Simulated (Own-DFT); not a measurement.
# Point defects and the pressure they add: C40 NbSi2

Source: density functional calculations with Own-DFT, an unreviewed in-house program that is no longer used. Nothing was measured or relaxed, and spin and spin-orbit coupling are left out.

Settings: PBE; PseudoDojo norm-conserving scalar-relativistic files; cutoff 42 hartree; 4 x 4 x 5 k mesh centred on Gamma; cold (Marzari-Vanderbilt) smearing of 0.2 eV.

Keep in mind: forces on such cells failed a check on a denser k mesh; stress not checked against mesh or cutoff.

All runs share one cell, with vectors in Å (0.000, 8.324, 0.000); (-9.613, 0.000, 0.000); (0.000, 0.000, 6.586) and a volume of 527.0 Å³. u is the rms random offset of the atoms per axis. The defect's site can differ from row to row.

| cell | formula | u (Å) | P (GPa) |
|---|---|---|---|
| no defect | Nb12Si24 | 0.0184 | 1.47 |
| no defect | Nb12Si24 | 0.0456 | 2.51 |
| no defect | Nb12Si24 | 0.0509 | 2.69 |
| two Nb vacancies | Nb10Si24 | 0.0270 | -0.15 |
| two Nb vacancies | Nb10Si24 | 0.0462 | 0.55 |
| two Nb vacancies | Nb10Si24 | 0.0541 | 0.84 |
| two Nb on a Si site each | Nb14Si22 | 0.0324 | 7.82 |
| two Nb on a Si site each | Nb14Si22 | 0.0499 | 8.25 |
| two Nb on a Si site each | Nb14Si22 | 0.0503 | 8.45 |
| one Si vacancy | Nb12Si23 | 0.0321 | ? |
| one Si vacancy | Nb12Si23 | 0.0326 | 1.09 |
| one Si vacancy | Nb12Si23 | 0.0424 | 1.42 |
| one Si vacancy | Nb12Si23 | 0.0491 | 2.16 |
| two Si on a Nb site each | Nb10Si26 | 0.0298 | 1.63 |
| two Si on a Nb site each | Nb10Si26 | 0.0493 | 2.99 |
| two Si on a Nb site each | Nb10Si26 | 0.0546 | 2.92 |

## Working it out

P = P0 + c u² + a shift for each defect gives P0 = 1.30 GPa, c = 554 ± 61 GPa/Å² and a scatter of 0.19 GPa. The shifts, and each times the cell's volume:

- two Nb on a Si site each: 5.75 ± 0.16 GPa, 18.9 eV (9.5 eV for each of its 2 sites)
- two Si on a Nb site each: 0.05 ± 0.16 GPa, 0.2 eV (0.1 eV for each of its 2 sites) (not resolved)
- one Si vacancy: -0.72 ± 0.16 GPa, -2.4 eV
- two Nb vacancies: -1.96 ± 0.16 GPa, -6.4 eV (-3.2 eV for each of its 2 sites)

A positive shift means that the defect pushes the cell outwards. Shift times volume (160.2 GPa Å³ is 1 eV) depends little on the cell's size, so, taken for each site, it can be compared between cells at like pressure. The atoms around the defects weren't relaxed, which would change these numbers.

## Check

Question: what pressure belongs in the blank (one Si vacancy, u = 0.0321 Å)?

The fitted form gives 1.15 ± 0.23 GPa. The calculation gave 1.08 GPa.
